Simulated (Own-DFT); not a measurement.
SiO$_{2}$ (quartz, atoms displaced) (calculated)

All values are calculated (Own-DFT development build). A calculation, not a measurement: plane-wave PBE density functional theory by an unreviewed code, no spin, of a simulated periodic cell, stress positive in tension, free energy of the whole cell less one offset for each atom, oxygen file: force components 24 meV/angstrom off all-electron in one glass; forces on such cells passed a denser k mesh, this cell's mesh not checked; offsets are fitted by least squares, one for each functional and potential file, so energies compare only between cells with the same atoms and settings and are not formation energies; the far tail of each file's local potential was reset to the Coulomb form; each entry is a single point on an unrelaxed cell, so the pressure reflects the starting lattice, mostly measured values (interpolated for alloys), from which strain is counted, and rises with the displacements; printed positions are rounded, which can move forces by about a meV/angstrom; the program, named Own-DFT, is a retired in-house code; no spin-orbit coupling; before rounding, a Quantum ESPRESSO 7.3.1 run of the same cell and cutoff gave forces within 1 meV/angstrom rms on each cell, which checks the program and not the settings.

SiO$_{2}$ (quartz, atoms displaced)

```
SiO2
1.0
      9.8268     0.0000     0.0000
     -4.9134     8.5103     0.0000
      0.0000     0.0000    10.8104
Si O Si O Si O Si O Si O Si O Si O Si O
3 6 3 6 3 6 3 6 3 6 3 6 3 6 3 6
Direct
  0.23406 0.99955 0.99835
  0.00131 0.24030 0.33422
  0.26224 0.26428 0.16896
  0.20194 0.13024 0.05707
  0.42515 0.29612 0.22512
  0.36630 0.07551 0.39314
  0.07291 0.36751 0.44122
  0.13618 0.20839 0.27364
  0.29526 0.42648 0.10723
  0.23562 0.00056 0.49748
  0.99868 0.23326 0.83342
  0.26356 0.26319 0.66297
  0.20175 0.13259 0.55690
  0.42866 0.29359 0.72604
  0.36310 0.06995 0.89427
  0.07468 0.36661 0.93730
  0.13547 0.20472 0.77263
  0.29294 0.42430 0.60315
  0.23581 0.49992 0.00064
  0.00437 0.73659 0.33198
  0.26709 0.76778 0.16578
  0.20874 0.63310 0.06063
  0.42418 0.78954 0.22622
  0.36619 0.57244 0.39010
  0.07681 0.86711 0.44092
  0.13660 0.70591 0.27468
  0.29147 0.92759 0.10671
  0.23513 0.50221 0.49984
  0.00287 0.73759 0.83431
  0.26755 0.76561 0.66763
  0.20852 0.63821 0.55970
  0.42862 0.79671 0.72530
  0.36402 0.57207 0.89234
  0.07030 0.86462 0.93888
  0.13176 0.70687 0.77410
  0.29726 0.93142 0.61060
  0.73249 0.99744 0.00077
  0.50058 0.23650 0.33159
  0.76963 0.26705 0.16756
  0.70692 0.13566 0.06072
  0.92829 0.29315 0.22793
  0.86542 0.07136 0.39297
  0.57399 0.36892 0.44054
  0.63235 0.20513 0.27056
  0.79444 0.42536 0.10298
  0.73574 0.99910 0.49772
  0.50020 0.23482 0.83641
  0.76475 0.26516 0.66814
  0.70655 0.13828 0.55911
  0.92227 0.29483 0.72627
  0.86738 0.07107 0.89093
  0.57273 0.36724 0.94029
  0.63066 0.20402 0.77585
  0.79096 0.42565 0.60590
  0.73535 0.50140 0.99902
  0.49883 0.73370 0.33320
  0.76630 0.76198 0.16683
  0.70560 0.63245 0.05728
  0.92385 0.79094 0.22412
  0.86676 0.57168 0.39352
  0.57158 0.86832 0.44197
  0.63499 0.70755 0.27543
  0.79848 0.93152 0.10455
  0.73652 0.49723 0.49713
  0.50029 0.73618 0.83155
  0.76629 0.76469 0.66653
  0.70864 0.63470 0.55870
  0.92727 0.79333 0.72667
  0.86605 0.57385 0.89272
  0.57390 0.86783 0.94213
  0.63136 0.70177 0.77523
  0.79306 0.92394 0.60726
```

Settings of this run: functional PBE, potential files PseudoDojo norm-conserving, scalar-relativistic, standard set, wave cutoff 72 hartree, occupations Fermi-Dirac, smearing width 0.1 eV and k mesh 3 x 3 x 2 centred on Gamma.

Results for SiO$_{2}$ (quartz, atoms displaced): free energy of cell above offsets -28.009 eV; pressure 6.7 GPa; stress xx -7.42 GPa; stress yy -5.92 GPa; stress zz -6.77 GPa; stress yz -0.54 GPa; stress xz -0.54 GPa; stress xy -1.21 GPa.

Force:
```tsv
element	x (eV/Å)	y (eV/Å)	z (eV/Å)
Si	-1.065	-0.382	0.51
Si	1.241	-2.177	0.503
Si	0.774	-0.446	-2.547
O	-0.476	1.098	1.067
O	1.32	-0.008	0.581
O	0.653	0.127	-0.851
O	-0.391	0.449	0.457
O	-1.909	-0.602	1.807
O	-0.258	0.426	-0.104
Si	0.603	0.469	2.312
Si	0.434	0.207	-1.253
Si	1.112	0.068	1.273
O	0.15	-0.554	-0.672
O	-0.568	-0.134	-0.346
O	1.055	0.689	-1.131
O	-0.213	0.38	0.732
O	-1.013	-0.006	0.395
O	-0.173	0.867	-0.002
Si	0.041	-0.543	-0.237
Si	-1.105	-0.686	0.444
Si	-0.198	-0.625	-0.291
O	-0.657	0.374	0.055
O	0.658	0.675	-0.073
O	-0.47	-0.889	0.624
O	-0.98	-1.169	-0.837
O	-0.04	-0.132	0.011
O	0.306	0.048	0.411
Si	0.383	0.252	-0.052
Si	-1.233	-1.37	-0.91
Si	-1.698	1.001	0.238
O	0.159	-0.951	-0.835
O	0.941	0.197	0.335
O	0.537	0.697	-0.666
O	0.143	1.29	1.525
O	1.608	-0.22	-0.618
O	-0.424	0.182	-0.667
Si	0.675	2.059	-0.407
Si	-0.128	0.418	0.083
Si	-1.198	-0.217	-0.801
O	0.371	-0.717	-0.585
O	-0.095	0.8	-0.689
O	1.012	1.165	-1.203
O	-0.809	-1.192	-0.969
O	-0.106	0.024	0.495
O	0.301	0.374	0.641
Si	-0.877	0.782	2.096
Si	-0.761	-0.453	-1.005
Si	-1.959	-0.185	-0.291
O	0.802	-1.637	-1.122
O	2.668	0.184	1.325
O	-0.671	-0.756	0.572
O	-0.313	0.206	0.599
O	0.784	-0.111	-0.22
O	0.457	0.085	0.603
Si	0.424	-0.728	-0.45
Si	0.435	1.013	0.327
Si	-2.472	1.04	-1.276
O	-0.761	0.782	0.647
O	2.59	0.284	1.272
O	1.262	1.131	-1.575
O	-0.551	-0.974	-0.717
O	0.318	-0.07	-0.256
O	0.966	-1.622	1.49
Si	-1.09	1.288	1.698
Si	0.193	-0.467	0.977
Si	-0.173	-1.001	0.494
O	0.208	-0.651	-0.585
O	0.313	0.294	-0.019
O	0.379	0.07	-0.412
O	-1.124	-1.39	-0.938
O	0.362	0.224	-0.351
O	-0.68	1.349	-0.632
```
